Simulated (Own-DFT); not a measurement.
## Calculated data, GaN (wurtzite, strained, atoms displaced), SiC (twinned 3C silicon carbide, atoms displaced), SiC (2H silicon carbide, atoms displaced)

All values are calculated (Own-DFT development build). A calculation, not a measurement: plane-wave PBE density functional theory by an unreviewed code, no spin, of a simulated periodic cell, stress positive in tension, free energy of the whole cell less one offset for each atom, forces on such cells passed a denser k mesh, this cell's mesh not checked; offsets are fitted by least squares, one for each functional and potential file, so energies compare only between cells with the same atoms and settings and are not formation energies; the far tail of each file's local potential was reset to the Coulomb form; each entry is a single point on an unrelaxed cell, so the pressure reflects the starting lattice, mostly measured values (interpolated for alloys), from which strain is counted, and rises with the displacements; printed positions are rounded, which can move forces by about a meV/angstrom; the program, named Own-DFT, is a retired in-house code; no spin-orbit coupling.

Settings shared by all entries: functional PBE.

(1) GaN (wurtzite, strained, atoms displaced)

```xyz
96
Lattice="12.7560 0.0000 0.0000 -4.7835 8.2853 0.0000 0.0000 0.0000 10.6811" Properties=species:S:1:pos:R:3 GaN
Ga     0.0453     1.9187     0.0088
Ga     1.6089     0.9500     2.6022
N     -0.0022     1.8982     1.9566
N      1.5974     0.9415     4.6104
Ga    -0.0133     1.7663     5.3713
Ga     1.5823     0.9131     7.9885
N     -0.0264     1.8538     7.4229
N      1.6308     0.9192    10.1225
Ga    -1.6567     4.5673    10.6350
Ga    -0.0085     3.6611     2.5685
N     -1.5504     4.5664     2.0400
N      0.0959     3.6194     4.7502
Ga    -1.6203     4.6400     5.3511
Ga     0.0132     3.6617     8.0542
N     -1.5444     4.5212     7.3021
N      0.0907     3.7289    10.1020
Ga    -3.1471     7.4099     0.0169
Ga    -1.6356     6.5742     2.6847
N     -3.0532     7.2983     2.0084
N     -1.5167     6.3818     4.6435
Ga    -3.2016     7.3172     5.3129
Ga    -1.6022     6.4715     8.0567
N     -3.1674     7.3338     7.2025
N     -1.4965     6.4136    10.0470
Ga     3.1873     1.7713    10.6141
Ga     4.7560     0.8047     2.7165
N      3.2190     1.8823     1.9588
N      4.6597     0.9735     4.5097
Ga     3.1495     1.8072     5.3507
Ga     4.7498     0.9139     7.9902
N      3.1515     1.8650     7.3396
N      4.7724     0.9654    10.0470
Ga     1.6537     4.5761     0.0924
Ga     3.1137     3.6328     2.6927
N      1.6190     4.6419     2.0295
N      3.1895     3.6555     4.7464
Ga     1.5768     4.6662     5.2898
Ga     3.1727     3.6265     7.9618
N      1.6030     4.5821     7.3643
N      3.3078     3.6900    10.0099
Ga     0.0329     7.3784    10.6771
Ga     1.5680     6.4348     2.6862
N      0.0138     7.3593     1.9539
N      1.5162     6.3985     4.6181
Ga    -0.0025     7.4103     5.3702
Ga     1.6992     6.4297     8.0697
N     -0.0084     7.3840     7.3541
N      1.6610     6.4626    10.0380
Ga     6.4479     1.8614    10.6346
Ga     7.9239     0.9342     2.6858
N      6.3229     1.8592     1.9971
N      8.0604     0.9178     4.7368
Ga     6.4083     1.9528     5.3848
Ga     7.8963     1.0179     7.9635
N      6.4502     1.8670     7.4023
N      8.0415     0.9690     9.9608
Ga     4.7753     4.6395     0.0793
Ga     6.4708     3.7108     2.6891
N      4.7974     4.6165     1.9643
N      6.3943     3.6931     4.6782
Ga     4.7633     4.5487     5.3046
Ga     6.3899     3.6995     7.9882
N      4.8216     4.5170     7.5069
N      6.4143     3.7084    10.0011
Ga     3.2045     7.4261    10.6720
Ga     4.8206     6.4470     2.6127
N      3.2110     7.3008     1.9158
N      4.8088     6.4535     4.7433
Ga     3.1966     7.4098     5.4310
Ga     4.7413     6.4131     7.9267
N      3.2090     7.4197     7.3763
N      4.7358     6.3460    10.1122
Ga     9.5709     1.8535     0.0840
Ga    11.2122     0.8854     2.6518
N      9.5450     1.8775     1.9558
N     11.1179     0.9192     4.5637
Ga     9.6163     1.7879     5.3770
Ga    11.2011     0.9320     8.0297
N      9.5586     1.7969     7.3756
N     11.1495     0.9212    10.0703
Ga     7.9022     4.5500     0.0284
Ga     9.5567     3.7548     2.6436
N      7.9566     4.5226     2.1095
N      9.5237     3.6270     4.6201
Ga     8.0287     4.5417     5.3991
Ga     9.4824     3.6238     8.0339
N      8.0151     4.5545     7.2765
N      9.5370     3.7313     9.9940
Ga     6.3841     7.3318     0.0188
Ga     7.9421     6.4341     2.7302
N      6.3956     7.4302     2.0391
N      7.9328     6.4685     4.7124
Ga     6.3720     7.3080     5.3239
Ga     7.9490     6.4350     7.9642
N      6.3438     7.2790     7.3442
N      7.9029     6.3752     9.9032
```

```
potential files                   : PseudoDojo norm-conserving, scalar-relativistic, standard set with the stringent files for Ga
wave cutoff                       : 96 hartree
occupations                       : Gaussian
smearing width                    : 0.01 eV
k mesh                            : 3 x 4 x 3 centred on Gamma
free energy of cell above offsets : -4.411 eV
pressure                          : 1.81 GPa
stress xx                         : -5.16 GPa
stress yy                         : -4.17 GPa
stress zz                         : 3.89 GPa
stress yz                         : 0.14 GPa
stress xz                         : -0.74 GPa
stress xy                         : 0.27 GPa
```

Force:
| element | x (eV/Å) | y (eV/Å) | z (eV/Å) |
| --- | --- | --- | --- |
| Ga | -0.844 | -1.041 | -0.089 |
| Ga | 0.145 | 0.131 | 0.335 |
| N | 0.354 | -1.635 | 0.141 |
| N | -0.442 | -1.109 | 0.359 |
| Ga | -0.005 | 0.952 | -0.58 |
| Ga | -0.05 | -0.492 | 0.38 |
| N | 0.778 | -0.814 | -0.833 |
| N | -1.266 | -0.304 | -1.993 |
| Ga | 1.283 | 0.45 | 1.145 |
| Ga | 0.527 | 0.769 | 2.09 |
| N | -1.213 | 1.375 | -0.995 |
| N | -1.633 | 0.096 | -1.079 |
| Ga | 0.877 | -1.924 | -0.338 |
| Ga | 0.25 | 0.997 | 0.056 |
| N | -1.175 | 0.986 | 1.123 |
| N | -1.205 | -0.232 | -1.168 |
| Ga | -0.387 | -1.857 | -0.235 |
| Ga | 3.758 | -3.429 | 1.053 |
| N | -4.743 | 2.124 | -1.302 |
| N | -1.086 | 1.465 | 0.073 |
| Ga | 0.786 | 0.621 | -1.05 |
| Ga | 0.296 | -1.139 | -0.579 |
| N | -0.368 | 0.413 | 2.21 |
| N | -1.462 | 0.513 | -0.683 |
| Ga | 1.095 | 2.433 | 1.348 |
| Ga | 0.345 | 2.019 | -2.692 |
| N | -0.462 | -1.149 | 0.029 |
| N | 1.629 | -0.62 | 3.938 |
| Ga | -0.221 | 0.511 | -0.298 |
| Ga | 0.455 | 0.352 | 0.849 |
| N | 0.326 | -1.449 | -0.4 |
| N | 1.113 | -1.002 | -1.236 |
| Ga | 1.127 | 0.779 | -1.026 |
| Ga | 1.507 | 0.638 | 0.247 |
| N | -0.43 | -0.737 | 0.041 |
| N | -0.358 | 0.284 | -0.87 |
| Ga | 0.166 | -1.52 | 1.252 |
| Ga | 0.199 | 1.375 | 1.521 |
| N | 0.111 | 0.616 | -0.33 |
| N | -1.922 | -0.929 | -0.138 |
| Ga | 0.707 | 0.072 | -0.088 |
| Ga | 0.6 | 0.492 | -0.557 |
| N | -0.119 | -0.424 | 0.307 |
| N | 1.052 | 2.042 | 0.757 |
| Ga | -0.092 | -0.126 | -0.394 |
| Ga | -1.202 | -0.309 | 0.009 |
| N | 0.578 | -0.184 | -0.137 |
| N | -0.687 | -0.212 | -0.136 |
| Ga | -0.824 | 0.049 | 0.756 |
| Ga | 0.518 | -0.33 | -0.324 |
| N | 0.57 | -0.385 | 0.118 |
| N | -1.926 | 0.089 | -0.644 |
| Ga | -0.123 | -1.765 | -0.61 |
| Ga | 2.898 | -2.092 | 1.655 |
| N | -3.25 | 0.707 | -1.734 |
| N | -0.64 | -0.264 | 0.056 |
| Ga | 0.448 | -1.664 | -0.807 |
| Ga | -3.249 | -1.639 | 0.367 |
| N | 0.267 | -0.451 | 1.957 |
| N | 0.052 | 0.521 | 0.034 |
| Ga | 0.359 | 0.785 | 0.771 |
| Ga | 0.763 | 0.062 | 1.296 |
| N | -1.204 | 1.066 | -2.451 |
| N | -0.822 | -0.677 | -0.159 |
| Ga | 0.375 | -0.433 | -0.256 |
| Ga | -0.828 | -0.175 | 0.735 |
| N | -0.447 | 1.142 | 1.663 |
| N | -1.18 | -0.778 | -0.912 |
| Ga | -0.229 | -0.853 | -1.144 |
| Ga | 0.485 | -0.418 | 1.811 |
| N | -0.459 | -0.226 | -0.241 |
| N | 0.781 | 2.713 | -1.598 |
| Ga | 0.21 | 0.104 | -1.302 |
| Ga | -0.878 | 2.118 | -0.254 |
| N | 0.186 | -0.401 | 1.483 |
| N | 1.036 | -0.586 | 1.66 |
| Ga | 0.133 | 1.001 | -0.132 |
| Ga | -1.323 | -1.042 | 0.899 |
| N | 0.507 | 0.192 | -0.563 |
| N | 0.744 | 0.17 | -0.513 |
| Ga | 1.062 | 0.959 | 0.088 |
| Ga | 1.44 | -1.5 | 0.698 |
| N | 0.98 | 2.805 | -2.075 |
| N | 0.851 | 0.453 | 0.656 |
| Ga | -0.378 | 0.556 | -1.317 |
| Ga | 1.744 | 0.39 | -0.187 |
| N | -0.682 | 0.6 | 1.012 |
| N | -0.214 | -0.832 | 0.205 |
| Ga | -0.542 | 0.123 | -0.604 |
| Ga | 0.636 | -0.002 | -0.274 |
| N | 0.66 | -1.757 | -0.815 |
| N | 0.944 | -1.141 | -0.673 |
| Ga | -0.265 | 1.212 | 0.633 |
| Ga | 0.417 | -0.397 | -0.11 |
| N | 0.444 | 1.339 | -0.458 |
| N | 1.258 | 0.788 | 1.571 |

(2) SiC (twinned 3C silicon carbide, atoms displaced)

```xyz
48
Lattice="4.3596 -4.3596 0.0000 0.0000 4.3596 -4.3596 8.7192 8.7192 8.7192" Properties=species:S:1:pos:R:3 SiC
Si     8.1594     3.8167    -0.5318
C      0.5434     0.5445     0.5418
Si     1.6145     1.6604    -0.5345
C      2.7378     2.7065     0.5369
Si     3.7865     1.6439     1.6188
C      4.8609     2.7058     2.7629
Si     3.8646     5.9744     1.6343
C      4.8765    -1.6004    -1.5999
Si     1.6168     3.8526    -2.7394
C      2.7495     4.9343    -1.6556
Si     3.7965     3.7973    -0.5650
C      4.9686     4.8998     0.6048
Si     6.0221     1.6138     3.7899
C      2.7503    -1.6711     0.5308
Si     3.8503    -0.5305    -0.5215
C      4.9032     0.4954     0.5346
Si     6.0175    -0.5687     1.5962
C      7.0401     0.5347     2.7199
Si     5.9857     3.8178     1.6442
C      2.7142     0.5831    -1.6364
Si     3.8101     1.6215    -2.7551
C      4.9243     2.7418    -1.6496
Si     6.0031     1.6330    -0.5188
C      7.1605     2.6678     0.5476
Si    12.5284     8.1755     3.8197
C      4.9544     9.2471     0.6013
Si     8.8837     4.5361     2.3786
C      9.9557     5.6735     3.4298
Si     9.6900     7.4314     3.0782
C     10.7267     8.4593     4.1706
Si     8.2120    10.3642     5.9783
C      4.9179     7.1200     2.7088
Si     8.8610     2.3127     4.5717
C      9.9887     3.4734     5.5726
Si     9.6410     5.2726     5.3097
C     10.7614     6.4062     6.3005
Si    10.3421    10.2976     3.8441
C      7.0588     7.0793     0.5540
Si     6.7118     6.7909     2.3814
C      7.7984     7.8100     3.4435
Si     7.4467     9.6094     3.1038
C      8.5065    10.6791     4.1558
Si    10.3668     8.1947     6.0976
C      7.1293     4.8390     2.7158
Si     6.7793     4.5222     4.4946
C      7.7709     5.6505     5.6007
Si     7.4263     7.4662     5.2752
C      8.4958     8.4974     6.3509
```

```
potential files                   : PseudoDojo norm-conserving, scalar-relativistic, standard set
wave cutoff                       : 42 hartree
occupations                       : Fermi-Dirac
smearing width                    : 0.1 eV
hardware                          : one NVIDIA H100
k mesh                            : 5 x 5 x 2 centred on Gamma
free energy of cell above offsets : -7.023 eV
pressure                          : 3.74 GPa
stress xx                         : -3.89 GPa
stress yy                         : -4.23 GPa
stress zz                         : -3.11 GPa
stress yz                         : -0.82 GPa
stress xz                         : -1.02 GPa
stress xy                         : -0.25 GPa
wall time                         : 185.7 s
```

Force:
| element | x (eV/Å) | y (eV/Å) | z (eV/Å) |
| --- | --- | --- | --- |
| Si | 0.499 | 0.076 | 0.323 |
| C | 0.001 | 0.08 | -0.288 |
| Si | 0.234 | -0.23 | -0.458 |
| C | -0.28 | 0.34 | -0.395 |
| Si | 1.278 | -0.33 | 0.422 |
| C | 0.736 | 0.155 | -1.066 |
| Si | -0.277 | 0.225 | 0.591 |
| C | 1.015 | -0.321 | -1.007 |
| Si | 0.858 | -1.07 | 0.432 |
| C | -0.927 | -0.733 | 0.366 |
| Si | 1.088 | 0.714 | 0.208 |
| C | -1.16 | -0.4 | -1.751 |
| Si | -1.065 | 0.525 | 0.852 |
| C | -0.864 | 0.952 | 0.245 |
| Si | -1.687 | -0.309 | -0.587 |
| C | 0.424 | 1.411 | 0.498 |
| Si | -0.429 | 0.317 | 0.863 |
| C | 1.361 | -0.196 | -0.469 |
| Si | 0.942 | -1.428 | 0.471 |
| C | 0.547 | 0.022 | 0.948 |
| Si | 0.204 | 0.499 | 0.883 |
| C | -0.268 | -0.757 | 0.121 |
| Si | 0.164 | 0.124 | -0.517 |
| C | -1.733 | 0.708 | 0.215 |
| Si | -0.093 | -0.682 | -0.33 |
| C | -0.626 | 0.046 | -1.418 |
| Si | 1.053 | 0.268 | -0.148 |
| C | 0.804 | -1.448 | 0.82 |
| Si | -1.767 | 0.319 | -0.681 |
| C | 0.05 | 1.647 | 1.252 |
| Si | -0.848 | -0.41 | 0.348 |
| C | -0.44 | -1.132 | 1.118 |
| Si | 0.876 | 0.664 | -0.698 |
| C | -0.247 | -0.359 | 1.247 |
| Si | -0.721 | 0.884 | -1.398 |
| C | -0.402 | -1.141 | 1.84 |
| Si | 0.469 | 0.296 | -1.277 |
| C | 0.619 | -0.211 | -0.137 |
| Si | 0.13 | -1.777 | -0.358 |
| C | 1.116 | 0.345 | 0.429 |
| Si | -1.131 | 0.053 | -1.19 |
| C | 1.301 | 0.828 | 0.536 |
| Si | -0.796 | -0.667 | -2.195 |
| C | -1.305 | 1.709 | -0.131 |
| Si | -0.975 | 0.231 | 0.864 |
| C | 1.105 | -0.309 | 0.94 |
| Si | -0.003 | -0.805 | -1.021 |
| C | 1.173 | 1.274 | 0.688 |

(3) SiC (2H silicon carbide, atoms displaced)

```xyz
72
Lattice="9.2481 0.0000 0.0000 -4.6241 8.0091 0.0000 0.0000 0.0000 10.0681" Properties=species:S:1:pos:R:3 SiC
Si    -4.6060     7.9830     0.0078
Si     0.0307     1.7843     2.5191
C      4.5880     7.9592     1.8570
C     -0.0904     1.8527     4.3430
Si     4.6271     7.9403     4.9630
Si     0.0143     1.7929     7.5110
C      0.0986     0.0418     6.9794
C      0.1174     1.7646     9.4905
Si    -1.4413     2.6192     0.0272
Si    -1.4430     4.3839     2.5873
C     -1.5189     2.6779     1.8879
C     -1.5817     4.3817     4.3839
Si    -1.5136     2.6945     5.0189
Si    -1.5792     4.4210     7.6176
C     -1.4237     2.6666     7.0499
C     -1.5361     4.4594     9.3935
Si     6.1534     5.3105     9.9956
Si    -3.0592     7.0626     2.5283
C      6.1261     5.3367     1.8377
C     -2.9789     7.1219     4.4045
Si    -3.0194     5.4322     4.9673
Si    -3.1416     7.0255     7.4912
C      6.0777     5.3018     6.9514
C     -3.0762     6.9195     9.5212
Si     3.0697     0.0211     0.0347
Si     3.0287     1.8067     2.5417
C      3.2086     0.0157     1.8384
C      3.1468     1.7324     4.3808
Si    -1.4786     7.9846     5.0723
Si     3.0052     1.8413     7.5267
C      3.1226     0.0499     6.9366
C      3.1530     1.7839     9.3980
Si     1.4473     2.5607    10.0484
Si     1.4563     4.3082     2.4408
C      1.7118     2.6197     1.8449
C      1.5494     4.3649     4.4324
Si     1.5837     2.7445     5.1136
Si     1.5319     4.4037     7.4546
C      1.5629     2.5773     6.9184
C      1.5667     4.4607     9.5613
Si     0.0478     5.3591     0.0524
Si    -0.0445     7.1056     2.4891
C      0.0049     5.2547     1.8277
C      0.0192     7.0580     4.3939
Si    -0.0990     5.2964     5.0838
Si    -0.0418     7.0611     7.4702
C      0.0495     5.3151     6.8762
C     -0.0606     7.0232     9.3788
Si     6.1590     0.0302    10.0221
Si     6.2175     1.7722     2.5035
C      1.4207     7.9675     1.8932
C      6.1589     1.7452     4.4398
Si     6.1680     0.0333     5.0453
Si     6.1927     1.7589     7.5366
C      1.6032     7.9009     7.0370
C      6.0879     1.6870     9.4842
Si     4.6256     2.7318     0.0642
Si     4.7029     4.3132     2.4688
C      4.5683     2.7223     1.8562
C      4.5723     4.3879     4.3181
Si     4.7317     2.5702     5.1038
Si     4.6141     4.3628     7.6142
C      4.5792     2.6749     7.0389
C      4.5608     4.4807     9.3451
Si     3.0572     5.2977     0.0402
Si     3.0733     7.1683     2.5382
C      3.0883     5.2957     1.8022
C      3.0222     7.1918     4.4664
Si     3.1372     5.3520     4.9266
Si     3.0743     7.1915     7.5270
C      3.0618     5.3477     6.8962
C      3.1516     7.2303     9.4681
```

```
potential files                   : PseudoDojo norm-conserving, scalar-relativistic, standard set
wave cutoff                       : 42 hartree
occupations                       : Fermi-Dirac
smearing width                    : 0.1 eV
hardware                          : one NVIDIA H100
k mesh                            : 4 x 4 x 3 centred on Gamma
free energy of cell above offsets : -1.941 eV
pressure                          : 6.78 GPa
stress xx                         : -5.39 GPa
stress yy                         : -6.87 GPa
stress zz                         : -8.09 GPa
stress yz                         : 0.43 GPa
stress xz                         : -0.95 GPa
stress xy                         : 1.42 GPa
wall time                         : 359.1 s
```

Force:
| element | x (eV/Å) | y (eV/Å) | z (eV/Å) |
| --- | --- | --- | --- |
| Si | 1.313 | -0.815 | -0.197 |
| Si | 0.394 | -0.828 | -0.89 |
| C | 1.355 | 1.409 | 1.713 |
| C | 2.855 | -1.755 | 1.442 |
| Si | 0.537 | 2.321 | 1.372 |
| Si | 1.763 | -1.432 | 1.87 |
| C | -2.248 | -0.587 | -2.084 |
| C | -4.636 | -2.385 | -2.389 |
| Si | -2.143 | 0.757 | -1.236 |
| Si | -2.232 | 1.369 | -2.796 |
| C | 0.571 | -0.777 | 0.236 |
| C | 0.365 | 1.592 | 1.205 |
| Si | -1.086 | -1.216 | 1.562 |
| Si | 0.82 | 1.119 | -1.592 |
| C | -3.276 | 0.423 | -2.721 |
| C | 0.544 | -1.36 | 2.352 |
| Si | -0.081 | -3.367 | 1.975 |
| Si | 0.135 | 0.781 | -1.678 |
| C | 1.706 | -1.273 | 0.967 |
| C | -1.449 | 0.883 | -0.497 |
| Si | -2.381 | -3.467 | 1.213 |
| Si | 2.087 | 1.319 | 2.46 |
| C | 1.781 | -0.797 | -1.778 |
| C | -0.127 | 6.716 | -2.498 |
| Si | 0.541 | -1.35 | -2.389 |
| Si | 4.113 | -2.21 | 0.413 |
| C | -3.375 | 0.383 | 1.564 |
| C | -0.705 | 0.541 | 1.584 |
| Si | 0.077 | 0.989 | -0.61 |
| Si | 3.044 | -2.654 | 1.956 |
| C | -1.158 | -1.268 | -0.482 |
| C | -2.078 | -0.086 | 0.852 |
| Si | 6.838 | 3.86 | 1.156 |
| Si | 2.936 | 2.351 | 1.23 |
| C | -5.484 | 0.053 | -0.648 |
| C | -0.768 | 2.681 | -1.405 |
| Si | -0.092 | -3.141 | -2.277 |
| Si | 1.052 | 0.999 | 2.215 |
| C | -1.845 | 2.563 | -0.158 |
| C | -1.438 | -1.738 | -2.713 |
| Si | -1.124 | -0.77 | -2.63 |
| Si | 1.121 | -1.427 | 0.882 |
| C | -0.553 | 0.895 | 2.613 |
| C | -0.296 | 0.241 | 0.421 |
| Si | 2.508 | -0.129 | -1.852 |
| Si | 0.937 | 0.543 | 2.116 |
| C | -2.282 | -0.615 | 0.967 |
| C | 0.921 | 1.769 | 0.702 |
| Si | -0.672 | -2.983 | 0.8 |
| Si | -1.966 | -0.513 | -0.362 |
| C | 2.789 | 1.165 | -0.171 |
| C | 1.719 | 0.621 | -0.504 |
| Si | -0.832 | -1.636 | 1.216 |
| Si | -0.541 | -0.619 | 1.788 |
| C | -3.387 | 3.376 | -3.14 |
| C | 1.733 | 3.736 | -0.832 |
| Si | -0.299 | -0.901 | -2.489 |
| Si | -1.689 | 4.519 | 0.678 |
| C | 1.438 | -3.561 | 0.845 |
| C | 2.317 | 0.355 | 1.353 |
| Si | -3.158 | 2.575 | -0.396 |
| Si | -1.368 | 2.428 | -2.726 |
| C | 1.652 | -1.625 | -2.563 |
| C | 1.012 | -0.808 | 3.596 |
| Si | 0.997 | 1.934 | -1.851 |
| Si | -1.219 | -1.958 | -1.087 |
| C | -0.198 | 0.259 | 3.828 |
| C | 1.731 | -1.63 | -1.691 |
| Si | -1.55 | -0.692 | 1.523 |
| Si | 3.233 | -2.879 | 1.865 |
| C | 0.888 | -0.313 | -0.227 |
| C | -2.087 | -1.957 | -0.972 |
